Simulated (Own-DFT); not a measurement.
# Energy and forces against displacement in hexagonal WC, 64 atoms (C32W32)

These are calculations, not measurements. The program, named Own-DFT, is a retired in-house plane-wave density functional code that no person has reviewed. Each row is one single-point run on a periodic cell that was not relaxed, without spin or spin-orbit coupling.

Settings of every run: PBE; PseudoDojo norm-conserving scalar-relativistic files; cutoff 50 hartree; 4 x 4 x 4 k mesh centred on Gamma; cold (Marzari-Vanderbilt) smearing of 0.2 eV.

Known limits, some of them of some rows only: some atoms lie very close together; forces on such cells moved up to 12 meV/angstrom on a denser k mesh; stress not checked against mesh or cutoff.

Cell vectors in Å: (5.833, -5.052, -2.839); (0.000, -5.052, 8.518); (-5.833, -5.052, -2.839). In each run every atom was moved at random and independently from its ideal site; u is the rms move along one axis. E is the free energy for each atom above the fitted value at u = 0, and F the rms of the force components.

```
run   u (Å)  E (meV/atom)  F (eV/Å)  largest force (eV/Å)  P (GPa)
  1  0.0187          13.2     0.520                  2.19     3.25
  2  0.0192          13.7     0.523                  1.62     3.26
  3  0.0202             ?         ?                     ?        ?
  4  0.0443          72.4     1.180                  3.97     5.51
  5  0.0506          97.7     1.429                  4.93     6.60
  6  0.0525         113.0     1.586                  7.72     7.40
  7  0.0870         277.1     2.458                 11.13    14.12
  8  0.0989         363.9     2.826                 11.31    16.98
  9  0.1403         776.8     4.477                 21.97    33.54
```

## Worked fit

For small independent moves the energy grows as E = (3/2) K u², with K the mean stiffness felt by one atom. The runs with u up to 0.11 Å give K = 25.2 ± 0.5 eV/Å², with residuals divided by u² + 0.0006 Å², since the noise grows with the moves. The scatter is 4.1 meV/atom at u = 0.05 Å. The forces follow F = G u with G = 28.2 eV/Å²; no force at u = 0 is resolved. G exceeds K because the moves of its neighbours add to the force on an atom, and stiffness differs between atoms. At u = 0.140 Å the parabola gives 745 meV/atom and the run 777. The pressure follows P = 2.84 + 1469 u² GPa: at fixed volume, shortened bonds push harder than stretched ones pull.

## Withheld run

Question: what energy and rms force should run 3 give?

The fit gives 15 ± 1 meV/atom and about 0.57 eV/Å. The calculation gave 14.6 meV/atom and 0.538 eV/Å.
